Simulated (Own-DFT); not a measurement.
# Strain and stress in 2H SiC, 72 atoms (C36Si36)

These are calculations, not measurements. The program, named Own-DFT, is a retired in-house plane-wave density functional code that no person has reviewed. Each row is one single-point run on a periodic cell that was not relaxed, without spin or spin-orbit coupling.

Settings of every run: PBE; PseudoDojo norm-conserving scalar-relativistic files; cutoff 42 hartree; 4 x 4 x 3 k mesh centred on Gamma; Fermi-Dirac smearing of 0.1 eV.

Known limits: forces on such cells passed a denser k mesh, each cell not checked; stress not checked against mesh or cutoff.

Unstrained cell vectors in Å: (9.248, 0.000, 0.000); (-4.624, 8.009, 0.000); (0.000, 0.000, 10.068). The unstrained cell has measured lattice constants (interpolated for alloys), not those of this functional. That, the random moves and any unrelaxed bonds set the pressure at no strain. Each run strains this cell uniformly, with the atoms carried along. Every atom was also moved at random, by a Gaussian of width 0.05 Å on each axis. Strain is the symmetric tensor, in per cent. Stress is positive in tension, and the pressure is minus a third of its trace.

| run | e_xx (%) | e_yy (%) | e_zz (%) | e_yz (%) | e_xz (%) | e_xy (%) | s_xx (GPa) | s_yy (GPa) | s_zz (GPa) | s_yz (GPa) | s_xz (GPa) | s_xy (GPa) | P (GPa) | E (meV/atom) |
|---|---|---|---|---|---|---|---|---|---|---|---|---|---|---|
| 1 | 0.72 | 0.24 | 1.14 | 1.22 | -1.76 | -1.86 | 0.72 | -2.74 | -0.56 | 4.06 | -4.70 | -8.69 | 0.86 | 18.0 |
| 2 | 1.24 | -0.75 | -0.83 | 0.39 | -1.79 | -1.96 | -0.23 | -7.80 | -12.90 | 1.60 | -4.70 | -10.73 | 6.98 | 42.6 |
| 3 | 0.83 | -0.55 | 0.37 | -0.56 | 0.44 | -1.98 | -1.21 | -7.39 | -3.10 | -2.59 | 2.12 | -8.41 | 3.90 | 17.0 |
| 4 | 1.81 | -1.72 | -1.72 | 0.75 | 1.97 | 1.87 | 3.32 | -16.00 | -18.08 | 1.72 | 7.00 | 9.57 | 10.25 | 60.9 |
| 5 | 0.16 | -0.32 | 0.93 | 1.24 | -0.29 | -0.59 | -5.10 | -5.71 | -0.77 | 4.29 | -1.32 | -2.33 | 3.86 | 13.5 |
| 6 | -1.21 | -0.87 | 1.13 | 0.75 | -0.48 | 0.42 | -10.19 | -11.09 | -1.72 | 2.75 | -1.36 | 2.77 | 7.67 | 13.6 |
| 7 | -1.76 | 0.42 | -0.95 | 1.49 | 1.08 | 1.29 | -13.50 | -5.80 | -14.74 | 5.08 | 3.33 | 6.05 | 11.35 | 44.1 |
| 8 | -0.71 | -1.85 | 1.11 | 0.09 | 0.14 | -0.67 | -10.13 | -15.23 | -1.62 | 1.09 | -0.21 | -1.59 | 8.99 | 26.7 |
| 9 | -0.54 | 0.28 | -0.45 | 1.88 | 0.41 | -1.53 | -7.14 | -2.41 | -10.01 | 5.85 | 1.00 | -5.61 | 6.52 | 12.5 |
| 10 | -0.27 | -0.63 | 1.73 | -1.42 | -0.92 | -1.22 | -6.63 | -8.29 | 2.82 | -4.71 | -3.29 | -7.27 | 4.03 | 19.6 |
| 11 | 1.47 | -1.02 | 1.65 | 0.65 | 0.15 | -1.98 | 2.75 | -10.77 | 1.77 | 2.76 | 1.36 | -9.17 | 2.08 | 46.7 |
| 12 | -0.91 | 1.22 | -0.59 | -0.97 | 1.85 | -1.94 | -5.26 | -0.30 | -12.23 | -3.54 | 4.53 | -7.69 | 5.93 | 37.0 |
| 13 | 0.06 | -1.43 | 0.38 | -0.28 | -1.75 | -1.55 | -4.94 | -13.95 | -7.38 | -1.01 | -6.25 | -7.83 | 8.75 | 48.4 |
| 14 | -0.76 | -0.96 | -1.77 | 0.45 | 0.24 | 1.64 | -10.54 | -10.55 | -21.68 | 0.91 | 0.09 | 8.77 | 14.26 | 41.0 |
| 15 | -0.48 | 0.57 | 0.51 | 0.38 | 1.90 | 0.24 | -6.24 | -0.77 | -4.24 | 0.32 | 6.41 | 2.87 | 3.75 | 0.0 |
| 16 | 0.60 | -0.87 | 0.44 | -0.56 | -1.23 | -1.23 | -1.89 | -10.34 | -4.80 | -1.58 | -4.29 | -7.25 | 5.68 | 28.6 |
| 17 | -0.29 | 1.50 | -1.73 | 0.71 | 1.82 | 1.34 | ? | ? | ? | ? | ? | ? | ? | ? |

E is the free energy for each atom above the lowest run shown.

## Worked fit

Each stress component was fitted by least squares to a constant and the strains of the runs shown, as fractions, with shears doubled. Shear strains stay in the fit of a normal stress only where such slopes are resolved. The slopes, in GPa:

```
stress,at no strain,per e_xx,per e_yy,per e_zz,scatter
s_xx,-4.2,514 ± 29,140 ± 35,25 ± 25,1.06
s_yy,-5.2,58 ± 34,581 ± 40,37 ± 28,1.22
s_zz,-7.8,72 ± 30,64 ± 35,648 ± 25,1.07
```

Each shear stress against twice its own strain: yz 174 ± 7, xz 156 ± 8, xy 216 ± 13 GPa. These are stiffnesses along x, y and z of the frame in which the cell vectors are given, which need not be the crystal's axes. The atoms are held to the strained lattice; where symmetry lets them move under strain, relaxing them would lower some slopes. The table should be nearly symmetric about its diagonal, and what it lacks of that shows the noise. A ninth of its sum, 237 ± 10 GPa, estimates the bulk modulus near the mean pressure of these runs, 6.6 GPa, so it lies above the value at zero pressure.

## Withheld run

Question: what normal stresses and pressure should run 17 give?

The fit gives s_xx = -4.0, s_yy = 2.7, s_zz = -18.2 and P = 6.5 GPa. The calculation gave -6.59, 2.96, -18.73 and P = 7.45 GPa.
